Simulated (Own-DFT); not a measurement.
# Computed records: Si12O23 (quartz with two neutral oxygen vacancies, atoms displaced)

A calculation, not a measurement: plane-wave PBE and HSE06 DFT by an unreviewed code, no spin, of a simulated cell at Gamma alone, so results move with cell size and shape, stress positive in tension, energies less offsets, not probed for a lower state with spin; oxygen file: force components 24 meV/angstrom off all-electron in a glass; k mesh not checked against a denser one; forces and stress are PBE's, HSE06 gives the energy alone, and its difference from PBE has offsets of its own; offsets are fitted by least squares, one for each functional and potential file, so energies compare only between cells with the same atoms and settings and are not formation energies; the far tail of each file's local potential was reset to the Coulomb form; each entry is a single point on an unrelaxed cell, so the pressure reflects the starting lattice, mostly measured values (interpolated for alloys), from which strain is counted, and rises with the displacements; printed positions are rounded, which can move forces by about a meV/angstrom; the program, named Own-DFT, is a retired in-house code; no spin-orbit coupling. Program: Own-DFT development build.

Settings shared by all entries: first functional PBE; second functional HSE06; exact exchange share 0.25; screening 0.11 1/bohr; exchange divergence Gygi-Baldereschi; potential files PseudoDojo norm-conserving, scalar-relativistic, made for PBE, standard set; wave cutoff 48 hartree; occupations fixed; k mesh 1 x 1 x 1 centred on Gamma.

(1) 
```cif
# cell vector a (Å): 9.8268 0.0000 0.0000
# cell vector b (Å): -4.9134 8.5103 0.0000
# cell vector c (Å): 0.0000 0.0000 10.8104
data_Si12O23
_symmetry_space_group_name_H-M 'P 1'
_symmetry_Int_Tables_number 1
_cell_length_a 9.8268
_cell_length_b 9.8268
_cell_length_c 10.8104
_cell_angle_alpha 90.000
_cell_angle_beta 90.000
_cell_angle_gamma 120.000
_cell_volume 904.06
loop_
_atom_site_label
_atom_site_type_symbol
_atom_site_fract_x
_atom_site_fract_y
_atom_site_fract_z
_atom_site_occupancy
Si1 Si 0.23310 0.99583 0.00222 1
Si2 Si 0.00190 0.23228 0.33212 1
Si3 Si 0.26674 0.26596 0.16499 1
O1 O 0.21306 0.13699 0.05677 1
O2 O 0.42283 0.28852 0.22805 1
O3 O 0.36314 0.06490 0.39339 1
O4 O 0.13392 0.20782 0.26795 1
O5 O 0.29552 0.42745 0.10627 1
Si4 Si 0.23990 0.00428 0.50329 1
Si5 Si 0.00108 0.23190 0.83371 1
Si6 Si 0.26748 0.26390 0.66994 1
O6 O 0.20699 0.13565 0.55762 1
O7 O 0.43148 0.28970 0.72339 1
O8 O 0.36073 0.07164 0.89465 1
O9 O 0.07240 0.36206 0.94180 1
O10 O 0.12984 0.20506 0.77399 1
O11 O 0.29672 0.42520 0.60888 1
Si7 Si 0.23849 0.50412 0.00640 1
Si8 Si 0.00579 0.73572 0.33055 1
Si9 Si 0.26858 0.77050 0.16412 1
O12 O 0.20628 0.63335 0.06115 1
O13 O 0.42630 0.79252 0.22736 1
O14 O 0.36820 0.57314 0.39053 1
O15 O 0.06891 0.86340 0.44648 1
O16 O 0.13696 0.71234 0.27471 1
O17 O 0.29832 0.93078 0.10470 1
Si10 Si 0.23327 0.49911 0.49655 1
Si11 Si 0.99835 0.73151 0.83205 1
Si12 Si 0.26515 0.76487 0.66360 1
O18 O 0.19986 0.63001 0.56106 1
O19 O 0.42392 0.79414 0.72865 1
O20 O 0.36407 0.56976 0.89135 1
O21 O 0.07831 0.87072 0.94159 1
O22 O 0.12765 0.70195 0.77780 1
O23 O 0.28848 0.92087 0.60643 1
Si13 Si 0.73277 0.00538 0.00551 1
Si14 Si 0.49445 0.22809 0.33120 1
Si15 Si 0.76603 0.26644 0.16966 1
O24 O 0.71018 0.13813 0.06282 1
O25 O 0.92882 0.29367 0.22680 1
O26 O 0.57276 0.36838 0.44248 1
O27 O 0.62543 0.20635 0.27138 1
O28 O 0.79523 0.42597 0.10683 1
Si16 Si 0.73176 0.99462 0.50312 1
Si17 Si 0.50446 0.23956 0.83408 1
Si18 Si 0.76070 0.26263 0.67071 1
O29 O 0.70792 0.13051 0.56328 1
O30 O 0.92657 0.29154 0.72529 1
O31 O 0.86888 0.07570 0.89570 1
O32 O 0.56893 0.36759 0.94522 1
O33 O 0.63318 0.21100 0.77053 1
O34 O 0.79474 0.42752 0.60855 1
Si19 Si 0.73902 0.50039 0.99846 1
Si20 Si 0.50123 0.73693 0.32757 1
Si21 Si 0.76183 0.75749 0.16773 1
O35 O 0.70573 0.63118 0.06030 1
O36 O 0.92572 0.79262 0.22637 1
O37 O 0.86726 0.57217 0.38552 1
O38 O 0.57366 0.86325 0.43857 1
O39 O 0.62689 0.70828 0.27787 1
O40 O 0.79860 0.93153 0.10537 1
Si22 Si 0.73554 0.49641 0.50040 1
Si23 Si 0.49741 0.73829 0.83095 1
Si24 Si 0.76191 0.76477 0.66869 1
O41 O 0.70500 0.63950 0.55849 1
O42 O 0.92552 0.78655 0.72639 1
O43 O 0.86576 0.57320 0.89373 1
O44 O 0.57834 0.86628 0.93897 1
O45 O 0.62937 0.70371 0.77541 1
O46 O 0.79917 0.93329 0.61249 1
_calc_PBE_energy_of_cell_above_offsets '-21.381'  # eV
_calc_HSE06_less_PBE_above_offsets '0.024'  # eV
_calc_PBE_pressure 7.2  # GPa
_calc_PBE_stress_xx -10.29  # GPa
_calc_PBE_stress_yy -4.64  # GPa
_calc_PBE_stress_zz -6.66  # GPa
_calc_PBE_stress_yz 0.53  # GPa
_calc_PBE_stress_xz 0.17  # GPa
_calc_PBE_stress_xy 2.5  # GPa
```

Force:
| element | x (eV/Å) | y (eV/Å) | z (eV/Å) |
| --- | --- | --- | --- |
| Si | -0.271 | 2.608 | -0.873 |
| Si | -0.949 | 0.131 | 4.164 |
| Si | -0.042 | -0.477 | -0.849 |
| O | -0.516 | 0.073 | 0.299 |
| O | 0.165 | 0.636 | -0.279 |
| O | 0.887 | 0.656 | -0.891 |
| O | 0.351 | -0.888 | 0.269 |
| O | 0.818 | 0.345 | 1.066 |
| Si | -2.202 | -2.08 | -0.774 |
| Si | -1.835 | 1.362 | 0.392 |
| Si | -0.912 | 0.104 | -0.526 |
| O | -0.06 | 0.335 | 0.533 |
| O | -0.506 | 0.39 | -0.317 |
| O | 1.837 | 1.709 | -1.689 |
| O | 0.542 | 1.573 | 1.143 |
| O | 2.719 | -0.465 | -1.108 |
| O | -0.665 | 1.091 | -0.643 |
| Si | -0.486 | -2.102 | -3.664 |
| Si | -2.879 | 0.962 | 2.569 |
| Si | -0.163 | -0.956 | 1.033 |
| O | -0.995 | 1.152 | 0.558 |
| O | -1.282 | 1.13 | -1.854 |
| O | 0.147 | 0.416 | -0.177 |
| O | 0.593 | 0.287 | -0.586 |
| O | 2.777 | -0.142 | -1.635 |
| O | 1.133 | -0.339 | 1.499 |
| Si | -0.314 | -2.842 | -0.595 |
| Si | -0.406 | 1.812 | 1.655 |
| Si | -1.317 | -1.897 | 2.347 |
| O | 0.217 | -0.303 | -0.521 |
| O | -0.629 | 0.864 | -1.326 |
| O | -0.065 | 0.794 | 0.219 |
| O | -1.947 | -3.057 | -1.535 |
| O | 3.2 | 0.188 | -1.997 |
| O | 0.219 | 1.621 | 0.227 |
| Si | 2.523 | -1.443 | -2.249 |
| Si | -1.178 | 1.608 | 2.748 |
| Si | -0.251 | 0.387 | 0.655 |
| O | -1.399 | 0.288 | -0.062 |
| O | -0.542 | 0.394 | -0.455 |
| O | -0.653 | -1.988 | -1.37 |
| O | 2.784 | -0.453 | -0.966 |
| O | -0.069 | 0.716 | -0.101 |
| Si | 1.621 | 2.018 | -1.676 |
| Si | -1.789 | -1.846 | 1.842 |
| Si | 3.057 | 1.093 | -2.434 |
| O | -1.101 | 0.223 | 0.001 |
| O | -0.114 | 0.076 | 0.23 |
| O | -1.081 | -1.412 | 0.824 |
| O | 0.417 | -0.053 | -0.366 |
| O | -0.85 | -1.225 | 2.261 |
| O | 0.259 | -0.053 | 0.283 |
| Si | -1.301 | -0.785 | 1.321 |
| Si | -3 | -1.005 | 3.813 |
| Si | -1.274 | 2.509 | 0.264 |
| O | -0.19 | -0.48 | -0.381 |
| O | 0.327 | 0.232 | -0.057 |
| O | -0.649 | -1.115 | 1.243 |
| O | -0.593 | 0.492 | 0.602 |
| O | 5.92 | -0.634 | -3.341 |
| O | 0.478 | -1.815 | 1.555 |
| Si | -0.469 | 2.64 | -0.618 |
| Si | 1.183 | -1.835 | 1.895 |
| Si | 0.884 | 0.111 | 0.129 |
| O | 1.079 | -1.691 | -1.098 |
| O | -1.279 | 0.583 | -0.804 |
| O | 0.476 | -0.415 | -0.504 |
| O | -0.818 | 0.505 | 0.599 |
| O | 0.277 | 0.023 | -0.254 |
| O | 0.146 | -0.341 | 0.334 |

(2) 
```cif
# cell vector a (Å): 9.8268 0.0000 0.0000
# cell vector b (Å): -4.9134 8.5103 0.0000
# cell vector c (Å): 0.0000 0.0000 10.8104
data_Si12O23
_symmetry_space_group_name_H-M 'P 1'
_symmetry_Int_Tables_number 1
_cell_length_a 9.8268
_cell_length_b 9.8268
_cell_length_c 10.8104
_cell_angle_alpha 90.000
_cell_angle_beta 90.000
_cell_angle_gamma 120.000
_cell_volume 904.06
loop_
_atom_site_label
_atom_site_type_symbol
_atom_site_fract_x
_atom_site_fract_y
_atom_site_fract_z
_atom_site_occupancy
Si1 Si 0.23116 0.99469 0.00611 1
Si2 Si 0.00029 0.23674 0.33192 1
Si3 Si 0.25955 0.26166 0.17044 1
O1 O 0.20571 0.13182 0.05994 1
O2 O 0.43245 0.29617 0.22241 1
O3 O 0.36917 0.07406 0.39123 1
O4 O 0.07410 0.36714 0.43612 1
O5 O 0.13367 0.20972 0.27044 1
O6 O 0.29628 0.42474 0.10793 1
Si4 Si 0.23071 0.00093 0.50250 1
Si5 Si 0.00066 0.22804 0.83314 1
Si6 Si 0.26318 0.26694 0.66708 1
O7 O 0.20530 0.13642 0.55811 1
O8 O 0.42769 0.29690 0.72572 1
O9 O 0.36668 0.07591 0.89068 1
O10 O 0.07299 0.36810 0.93637 1
O11 O 0.13502 0.20733 0.77215 1
O12 O 0.29280 0.42760 0.61087 1
Si7 Si 0.22803 0.50119 0.99820 1
Si8 Si 0.00146 0.73693 0.33643 1
Si9 Si 0.26058 0.77131 0.16485 1
O13 O 0.20706 0.63085 0.05658 1
O14 O 0.42622 0.78977 0.22538 1
O15 O 0.36873 0.57349 0.38813 1
O16 O 0.07981 0.87341 0.43981 1
O17 O 0.12882 0.70594 0.27727 1
O18 O 0.29351 0.92643 0.11041 1
Si10 Si 0.23865 0.50068 0.49676 1
Si11 Si 0.00064 0.73513 0.83545 1
Si12 Si 0.26177 0.76105 0.66857 1
O19 O 0.20380 0.63659 0.55595 1
O20 O 0.37022 0.57205 0.89057 1
O21 O 0.07194 0.86582 0.94068 1
O22 O 0.13452 0.70633 0.77108 1
O23 O 0.29495 0.92087 0.61087 1
Si13 Si 0.73467 0.00434 0.00087 1
Si14 Si 0.50051 0.22794 0.33470 1
Si15 Si 0.76211 0.26240 0.16788 1
O24 O 0.70438 0.13840 0.05929 1
O25 O 0.93542 0.29953 0.22493 1
O26 O 0.86258 0.07405 0.39543 1
O27 O 0.56866 0.36556 0.44219 1
O28 O 0.63322 0.20480 0.26845 1
O29 O 0.78924 0.42395 0.10534 1
Si16 Si 0.73666 0.00645 0.50202 1
Si17 Si 0.49728 0.23667 0.83541 1
Si18 Si 0.76378 0.26007 0.67049 1
O30 O 0.70831 0.12924 0.56200 1
O31 O 0.91860 0.28947 0.72715 1
O32 O 0.86562 0.07147 0.89568 1
O33 O 0.57348 0.36552 0.93767 1
O34 O 0.63524 0.21150 0.77621 1
O35 O 0.78490 0.42304 0.60902 1
Si19 Si 0.73476 0.50132 0.00007 1
Si20 Si 0.50030 0.73724 0.33154 1
Si21 Si 0.76527 0.76172 0.17400 1
O36 O 0.70879 0.63648 0.05880 1
O37 O 0.93012 0.79902 0.23270 1
O38 O 0.86213 0.57168 0.39153 1
O39 O 0.57032 0.85526 0.44264 1
O40 O 0.63038 0.70325 0.27569 1
O41 O 0.79362 0.92260 0.10873 1
Si22 Si 0.73957 0.49990 0.50518 1
Si23 Si 0.49596 0.73053 0.83806 1
Si24 Si 0.76529 0.76138 0.66344 1
O42 O 0.71082 0.64073 0.55923 1
O43 O 0.92589 0.79453 0.72229 1
O44 O 0.86937 0.57316 0.88758 1
O45 O 0.57108 0.86367 0.93721 1
O46 O 0.78895 0.92292 0.60463 1
_calc_PBE_energy_of_cell_above_offsets '-19.953'  # eV
_calc_HSE06_less_PBE_above_offsets '0.023'  # eV
_calc_PBE_pressure 7.78  # GPa
_calc_PBE_stress_xx -5.53  # GPa
_calc_PBE_stress_yy -10.42  # GPa
_calc_PBE_stress_zz -7.39  # GPa
_calc_PBE_stress_yz -0.52  # GPa
_calc_PBE_stress_xz 2.1  # GPa
_calc_PBE_stress_xy -0.06  # GPa
```

Force:
| element | x (eV/Å) | y (eV/Å) | z (eV/Å) |
| --- | --- | --- | --- |
| Si | 0.111 | 2.505 | -3.123 |
| Si | -0.084 | -1.219 | 0.508 |
| Si | 3.666 | 1.793 | -2.49 |
| O | -0.392 | -0.291 | 0.252 |
| O | -0.127 | -0.957 | 0.722 |
| O | -1.451 | -2.949 | 1.895 |
| O | 0.218 | 0.787 | 1.203 |
| O | -1.676 | -1.68 | 2.646 |
| O | -1.643 | 1.174 | -1.538 |
| Si | 4.014 | 0.891 | 1.221 |
| Si | -1.951 | 1.652 | -0.321 |
| Si | 2.03 | -0.013 | -0.502 |
| O | -0.352 | 0.159 | 0.121 |
| O | -0.198 | -0.058 | -0.165 |
| O | -1.347 | -2.441 | 2.125 |
| O | -0.797 | -1.188 | -0.578 |
| O | -0.366 | -1.012 | 0.885 |
| O | -0.863 | 1.378 | -1.252 |
| Si | 5.035 | -2.125 | -0.048 |
| Si | -1.279 | -0.52 | 1.172 |
| Si | 3.425 | -5.445 | 2.705 |
| O | -2.633 | 3.682 | 2.271 |
| O | -2.463 | 0.77 | -1.843 |
| O | -0.565 | -1.383 | 0.71 |
| O | -1.778 | -1.979 | -0.809 |
| O | 2.391 | 0.036 | -1.841 |
| O | -0.593 | 2.879 | -0.893 |
| Si | -0.665 | 0.986 | 0.794 |
| Si | 0.114 | 0.517 | -2.808 |
| Si | 5.004 | -0.385 | 0.771 |
| O | 0.659 | -1.757 | -1.302 |
| O | -1.761 | -3.842 | 2.538 |
| O | -0.028 | 0.265 | 0.842 |
| O | -2.871 | -1.045 | 2.678 |
| O | -2.092 | 3.508 | -2.3 |
| Si | 0.048 | -2.419 | 1.086 |
| Si | -1.184 | 4.027 | -1.036 |
| Si | 2.269 | 2.44 | -0.658 |
| O | 0.472 | -1.57 | -1.231 |
| O | -2.179 | -0.148 | -1.403 |
| O | 1.281 | 1.234 | -1.875 |
| O | 1.019 | 0.225 | 0.048 |
| O | -0.62 | -1.075 | 2.018 |
| O | 0.525 | 0.269 | 0.487 |
| Si | 0.846 | -5.438 | -1.162 |
| Si | 0.561 | -0.208 | -1.965 |
| Si | -2.936 | 0.521 | -1.398 |
| O | -2.818 | 2.835 | 1.432 |
| O | 4.219 | 0.141 | 1.927 |
| O | 0.568 | -0.01 | -0.478 |
| O | 0.026 | 1.857 | 1.681 |
| O | -0.42 | -0.701 | 0.402 |
| O | 2.041 | -1.242 | 1.938 |
| Si | 0.228 | -0.196 | -1.152 |
| Si | 0.24 | -0.851 | 0.422 |
| Si | -0.697 | 0.34 | -1.541 |
| O | 0.097 | 0.153 | 0.361 |
| O | -0.125 | 0.275 | -0.578 |
| O | 0.596 | 0.412 | 0.008 |
| O | 0.386 | 2.808 | 1.541 |
| O | 0.99 | -0.34 | -0.223 |
| O | -1.02 | 1.242 | -0.752 |
| Si | -3.42 | 0.223 | -2.453 |
| Si | 1.114 | 1.824 | -6.712 |
| Si | -3.734 | 1.94 | 3.966 |
| O | 0.782 | -3.598 | -3.213 |
| O | 2.513 | 0.319 | 1.63 |
| O | -1.177 | -1.782 | 1.695 |
| O | 0.401 | 2.874 | 2.729 |
| O | 0.418 | 0.926 | 0.222 |

(3) 
```cif
# cell vector a (Å): 9.8268 0.0000 0.0000
# cell vector b (Å): -4.9134 8.5103 0.0000
# cell vector c (Å): 0.0000 0.0000 10.8104
data_Si12O23
_symmetry_space_group_name_H-M 'P 1'
_symmetry_Int_Tables_number 1
_cell_length_a 9.8268
_cell_length_b 9.8268
_cell_length_c 10.8104
_cell_angle_alpha 90.000
_cell_angle_beta 90.000
_cell_angle_gamma 120.000
_cell_volume 904.06
loop_
_atom_site_label
_atom_site_type_symbol
_atom_site_fract_x
_atom_site_fract_y
_atom_site_fract_z
_atom_site_occupancy
Si1 Si 0.23510 0.00289 0.99923 1
Si2 Si 0.99417 0.22748 0.33304 1
Si3 Si 0.26579 0.26097 0.16695 1
O1 O 0.20384 0.13292 0.05898 1
O2 O 0.42262 0.28504 0.23013 1
O3 O 0.36995 0.07809 0.39263 1
O4 O 0.06992 0.36677 0.43894 1
O5 O 0.13529 0.20982 0.27403 1
O6 O 0.29469 0.42550 0.10314 1
Si4 Si 0.23835 0.00398 0.50215 1
Si5 Si 0.00214 0.23460 0.83184 1
Si6 Si 0.26295 0.26101 0.66579 1
O7 O 0.20213 0.13225 0.56065 1
O8 O 0.42541 0.28850 0.72194 1
O9 O 0.36133 0.07128 0.89377 1
O10 O 0.07108 0.36552 0.93980 1
O11 O 0.13161 0.20883 0.77048 1
Si7 Si 0.24107 0.50044 0.00149 1
Si8 Si 0.99948 0.73202 0.33293 1
Si9 Si 0.26707 0.76426 0.16334 1
O12 O 0.20667 0.63611 0.06120 1
O13 O 0.42888 0.79466 0.22688 1
O14 O 0.37120 0.57415 0.38890 1
O15 O 0.07675 0.86723 0.44301 1
O16 O 0.12960 0.69967 0.27312 1
O17 O 0.29363 0.92557 0.10519 1
Si10 Si 0.24008 0.50109 0.50238 1
Si11 Si 0.00025 0.72918 0.82875 1
Si12 Si 0.26590 0.76527 0.66966 1
O18 O 0.42697 0.79936 0.72426 1
O19 O 0.36460 0.57175 0.89412 1
O20 O 0.07576 0.87067 0.94083 1
O21 O 0.12739 0.70406 0.77724 1
O22 O 0.29344 0.92674 0.61198 1
Si13 Si 0.73404 0.99602 0.99936 1
Si14 Si 0.50140 0.23826 0.33434 1
Si15 Si 0.76605 0.26533 0.16708 1
O23 O 0.70186 0.13203 0.05929 1
O24 O 0.92754 0.29917 0.23306 1
O25 O 0.86588 0.07587 0.38770 1
O26 O 0.57115 0.36594 0.43743 1
O27 O 0.63572 0.21315 0.27659 1
O28 O 0.79609 0.42761 0.10297 1
Si16 Si 0.73239 0.99867 0.49437 1
Si17 Si 0.49666 0.23563 0.83383 1
Si18 Si 0.76837 0.27139 0.66916 1
O29 O 0.70771 0.13262 0.55953 1
O30 O 0.92499 0.28979 0.72508 1
O31 O 0.87368 0.08022 0.89083 1
O32 O 0.56693 0.36791 0.93747 1
O33 O 0.63492 0.20366 0.76953 1
O34 O 0.79721 0.42983 0.60628 1
Si19 Si 0.73417 0.49807 0.99890 1
Si20 Si 0.50022 0.73331 0.33497 1
Si21 Si 0.76524 0.76801 0.16898 1
O35 O 0.70478 0.63293 0.06169 1
O36 O 0.92841 0.79317 0.22851 1
O37 O 0.86609 0.57197 0.39542 1
O38 O 0.56635 0.85904 0.44083 1
O39 O 0.63534 0.70604 0.27252 1
O40 O 0.79723 0.92692 0.10361 1
Si22 Si 0.72763 0.49894 0.50536 1
Si23 Si 0.50056 0.73845 0.83899 1
Si24 Si 0.76588 0.76537 0.66662 1
O41 O 0.70615 0.63437 0.56142 1
O42 O 0.92727 0.79593 0.73202 1
O43 O 0.86579 0.57582 0.89164 1
O44 O 0.57705 0.86937 0.94281 1
O45 O 0.63359 0.70626 0.77506 1
O46 O 0.79787 0.92842 0.60871 1
_calc_PBE_energy_of_cell_above_offsets '-21.444'  # eV
_calc_HSE06_less_PBE_above_offsets '0.027'  # eV
_calc_PBE_pressure 7.15  # GPa
_calc_PBE_stress_xx -7.31  # GPa
_calc_PBE_stress_yy -7.29  # GPa
_calc_PBE_stress_zz -6.84  # GPa
_calc_PBE_stress_yz 0.68  # GPa
_calc_PBE_stress_xz 0.04  # GPa
_calc_PBE_stress_xy -1.12  # GPa
```

Force:
| element | x (eV/Å) | y (eV/Å) | z (eV/Å) |
| --- | --- | --- | --- |
| Si | -0.23 | -1.745 | 1.22 |
| Si | 1.939 | 4.998 | -0.618 |
| Si | -1.086 | 0.952 | 0.021 |
| O | -0.359 | 0.349 | 0.04 |
| O | -0.88 | 1.117 | -1.824 |
| O | -0.493 | -1.529 | 1.197 |
| O | 0.557 | 0.466 | 0.42 |
| O | 0.026 | -0.484 | 0.005 |
| O | 1.627 | -1.088 | 1.947 |
| Si | 0.423 | -0.942 | -0.668 |
| Si | -1.109 | 2.168 | -0.001 |
| Si | -1.615 | 3.358 | -1.525 |
| O | -0.045 | -1.158 | -1.021 |
| O | 0.626 | 0.365 | 0.156 |
| O | 1.65 | 1.433 | -1.732 |
| O | 0.779 | 1.287 | 0.74 |
| O | 1.558 | -0.6 | 0.062 |
| Si | -3.96 | -0.544 | -0.302 |
| Si | 0.381 | 0.37 | 1.308 |
| Si | -0.993 | 0.982 | 2.668 |
| O | 1 | -2.501 | -2.29 |
| O | 0.226 | 0.135 | -0.152 |
| O | -0.914 | -2.434 | 1.149 |
| O | -0.204 | -0.577 | -0.576 |
| O | 1.124 | 0.357 | -0.672 |
| O | -0.042 | 0.816 | 0.052 |
| Si | -0.361 | -0.92 | 2.072 |
| Si | -3.763 | 3.039 | 3.957 |
| Si | -1.099 | -2.676 | -2.048 |
| O | 3.017 | -0.011 | 2.664 |
| O | 1.195 | 1.324 | -1.476 |
| O | -0.786 | -1.986 | -1.406 |
| O | 5.277 | -0.718 | -2.449 |
| O | -0.454 | 1.141 | -0.601 |
| Si | 1.57 | 4.042 | 0.043 |
| Si | 0.817 | -1.252 | -0.131 |
| Si | -0.17 | 0.141 | 0.175 |
| O | 0.595 | -0.511 | -0.075 |
| O | -0.584 | -0.035 | -1.356 |
| O | -1.451 | -4.42 | 1.658 |
| O | -0.187 | 1.921 | 2.183 |
| O | 1.188 | -0.304 | -0.741 |
| O | 0.372 | -0.469 | 0.534 |
| Si | 0.351 | -0.006 | 2.283 |
| Si | 1.704 | -1.428 | -0.988 |
| Si | 0.795 | -1.881 | -2.018 |
| O | -0.189 | 0.47 | 0.011 |
| O | 0.878 | 0.774 | 0.134 |
| O | -1.832 | -3.531 | 2.165 |
| O | 0.37 | 0.764 | 0.806 |
| O | -2.793 | -0.174 | 2.289 |
| O | -0.354 | 0.624 | 0.244 |
| Si | -0.911 | 1.119 | -0.092 |
| Si | 0.29 | 0.45 | -2.541 |
| Si | 1.959 | -0.929 | -1.03 |
| O | 0.16 | -0.319 | -0.264 |
| O | -0.925 | 0.556 | -0.814 |
| O | -0.882 | -0.591 | 0.809 |
| O | 0.604 | 1.96 | 1.508 |
| O | -1.055 | -0.178 | 1.288 |
| O | 0.149 | 0.524 | 0.444 |
| Si | 2.116 | -0.227 | -2.5 |
| Si | 0.114 | -0.882 | -2.817 |
| Si | 0.045 | 0.787 | 1.299 |
| O | -0.971 | 0.115 | -0.062 |
| O | -0.798 | 0.245 | -1.446 |
| O | -0.445 | -1.579 | 0.439 |
| O | -1.722 | -1.435 | -0.528 |
| O | -0.843 | 0.018 | 0.44 |
| O | -0.978 | 0.897 | -1.665 |
